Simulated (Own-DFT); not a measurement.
# Strain and stress in 2H SiC, 32 atoms (C16Si16)

All numbers below are calculated, not measured. The program, named Own-DFT, is a retired in-house plane-wave density functional code that no person has reviewed. Each row is one single-point run on a periodic cell that was not relaxed, without spin or spin-orbit coupling.

Settings of every run: PBE; PseudoDojo norm-conserving scalar-relativistic files; cutoff 42 hartree; 5 x 5 x 3 k mesh centred on Gamma; Fermi-Dirac smearing of 0.1 eV.

Known limits: forces on such cells passed a denser k mesh, each cell not checked; stress not checked against mesh or cutoff.

Unstrained cell vectors in Å: (6.165, 0.000, 0.000); (-3.083, 5.339, 0.000); (0.000, 0.000, 10.068). The unstrained cell has measured lattice constants (interpolated for alloys), not those of this functional. That, the random moves and any unrelaxed bonds set the pressure at no strain. Each run strains this cell uniformly, with the atoms carried along. Every atom was also moved at random, by a Gaussian of width 0.05 Å on each axis. Strain is the symmetric tensor, in per cent. Stress is positive in tension, and the pressure is minus a third of its trace.

```
run,e_xx (%),e_yy (%),e_zz (%),e_yz (%),e_xz (%),e_xy (%),s_xx (GPa),s_yy (GPa),s_zz (GPa),s_yz (GPa),s_xz (GPa),s_xy (GPa),P (GPa),E (meV/atom)
1,-1.96,-0.09,-0.67,0.59,-1.96,-0.87,-17.55,-8.88,-10.37,1.35,-8.22,-7.29,12.27,51.4
2,0.86,-1.43,1.29,0.20,-0.56,0.04,1.92,-12.90,-2.11,0.91,-1.81,-1.35,4.36,25.4
3,-0.52,1.94,0.08,-1.93,0.21,0.06,-6.91,4.98,-5.67,-6.05,0.45,1.23,2.53,39.0
4,0.95,0.71,0.57,-1.00,0.03,-0.76,2.02,0.40,-3.87,-3.36,0.94,-3.97,0.48,9.7
5,1.73,-0.21,-1.72,0.87,1.11,-0.28,3.85,-3.58,-20.71,1.98,4.86,-0.56,6.81,58.4
6,1.72,-1.30,1.85,1.43,-1.88,0.71,0.60,-5.59,2.75,3.48,-7.72,4.01,0.75,43.0
7,0.12,-1.94,0.85,-1.31,-1.39,-0.23,-7.31,-11.75,-5.75,-3.79,-2.06,-1.43,8.27,57.1
8,1.53,1.51,-1.30,1.01,-1.84,-1.36,3.80,5.29,-14.88,2.31,-6.18,-5.41,1.93,37.6
9,1.72,-1.34,-0.79,0.41,0.74,0.09,4.03,-10.38,-14.62,0.75,2.78,-0.62,6.99,42.0
10,-0.05,0.96,0.54,1.92,-0.95,1.98,-2.73,-0.17,-2.59,5.91,-2.98,8.60,1.83,15.9
11,-0.09,-1.64,1.10,-0.11,1.18,-1.04,-5.38,-12.42,-0.76,-2.96,3.98,-4.11,6.18,9.8
12,1.81,1.60,-0.82,1.63,-0.75,-0.40,7.81,7.16,-14.18,3.68,-1.74,-0.46,-0.26,14.8
13,-0.71,1.96,-0.63,1.20,0.75,0.57,-8.69,3.95,-11.69,3.95,4.84,2.14,5.48,66.8
14,-0.18,0.65,1.68,-1.73,-0.11,-0.23,-3.86,-1.15,4.06,-6.00,0.76,-1.92,0.31,0.0
15,-1.57,-1.92,0.36,-0.86,-0.74,-1.82,-17.65,-17.03,-6.87,-1.24,-1.72,-9.29,13.85,77.1
16,-1.66,1.98,0.84,-0.64,-1.05,0.52,-11.05,6.41,-1.61,-2.40,-3.92,-0.10,2.08,8.2
17,1.65,-1.11,1.05,0.95,1.54,-1.14,2.34,-6.47,-2.09,3.64,6.20,-6.14,2.07,30.6
18,1.72,-0.97,0.49,1.70,-0.85,-0.55,?,?,?,?,?,?,?,?
```

E is the free energy for each atom above the lowest run shown.

## Worked fit

Each stress component was fitted by least squares to a constant and the strains of the runs shown, as fractions, with shears doubled. Shear strains stay in the fit of a normal stress only where such slopes are resolved. The slopes, in GPa:

| stress | at no strain | per e_xx | per e_yy | per e_zz | scatter |
|---|---|---|---|---|---|
| s_xx | -5.2 | 582 ± 35 | 122 ± 33 | 54 ± 45 | 1.76 |
| s_yy | -4.4 | 156 ± 30 | 537 ± 28 | 74 ± 38 | 1.49 |
| s_zz | -8.1 | -39 ± 23 | 74 ± 21 | 657 ± 29 | 1.13 |

Each shear stress against twice its own strain: yz 150 ± 14, xz 185 ± 14, xy 226 ± 21 GPa. These are stiffnesses along x, y and z of the frame in which the cell vectors are given, which need not be the crystal's axes. The atoms are held to the strained lattice; where symmetry lets them move under strain, relaxing them would lower some slopes. The table should be nearly symmetric about its diagonal, and what it lacks of that shows the noise. A ninth of its sum, 246 ± 8 GPa, estimates the bulk modulus near the mean pressure of these runs, 4.5 GPa, so it lies above the value at zero pressure.

## Withheld run

Question: what normal stresses and pressure should run 18 give?

The fit gives s_xx = 3.9, s_yy = -6.6, s_zz = -6.2 and P = 3.0 GPa. The calculation gave 4.07, -7.09, -5.84 and P = 2.96 GPa.
